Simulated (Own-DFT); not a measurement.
# How HSE06 shifts the pressure of monoclinic HfO2, 94 atoms (Hf32O62), with two O vacancies

All values are computed. Each geometry was run twice at fixed positions with Own-DFT, a retired in-house plane-wave program that no person has reviewed: with PBE, and with HSE06 (exact exchange share 0.25 at short range, screening 0.11 per bohr, Gygi-Baldereschi treatment of its divergence). Both used PseudoDojo norm-conserving files made for PBE, a cutoff of 48 hartree, the Gamma point alone, fixed occupations, a neutral cell and no spin. The unstrained cell is 10.1 Å across at its thinnest, so Gamma alone is coarse and defects feel their images. The hafnium file keeps the 4f electrons in the core, and its forces lie about 75 meV/Å off all-electron values. The oxygen file's force components were 24 meV/Å off all-electron values in a glass.

Unstrained cell vectors in Å: (10.234, 0.000, 0.000); (0.000, 10.350, 0.000); (-1.696, 0.000, 10.445), volume V0 = 1106.4 Å³, from measured lattice constants. Each geometry has its own random strain of a few per cent, its own defect sites and random moves of rms u per axis. HSE06 gave the energy alone. D is its energy less that of PBE, over the lowest D shown. The PBE stress wasn't checked against mesh or cutoff.

```
run  V - V0 (Å³)   u (Å)  P with PBE (GPa)  D (eV)
  1        -15.3  0.0488              9.73   0.348
  2          9.1  0.0522              4.17   1.035
  3        -33.4  0.0494             14.19   0.000
  4        -12.8  0.0301              7.21   0.256
  5        -14.5  0.0527              9.08   0.524
  6          5.2  0.0471              5.71   0.852
  7         13.5  0.0524              2.19   1.193
  8          7.5  0.0517              4.19   0.967
  9          5.3  0.0472              3.86   0.912
 10          4.9  0.0466              4.60   0.836
 11         22.7  0.0291             -0.27   1.167
 12         22.8  0.0473              1.08   1.267
 13        -32.0  0.0525             14.15   0.005
 14        -13.0  0.0309              6.65       ?
```

## Working it out

D = 0.47 + 0.0244 (V - V0) + 127 u² eV, with an error of 0.0006 on the volume slope, 19 on the last term and a scatter of 0.04 eV. Pressure is -dE/dV, and 1 eV/Å³ is 160.2 GPa, so HSE06 changes the pressure by -3.9 ± 0.1 GPa. With the ions held to the strained lattice, the PBE pressure falls by 261 ± 11 GPa per unit of volume strain; the shape of the strain isn't fitted, so the true error is larger, and a relaxed crystal would be softer. On that slope HSE06's volume at a given pressure is about 1.5 % smaller, or 0.5 % in lengths. At u = 0 and V0 the PBE pressure is 4.2 GPa, which puts the zero-pressure volume, against the measured cell and with the defects in, at +1.6 % for PBE and +0.1 % for HSE06, each good to a few tenths of a per cent.

## Withheld run

Question: what D should run 14 give?

Estimate: 0.27 eV, with rows scattering by 0.04. The run itself gave 0.252 eV.
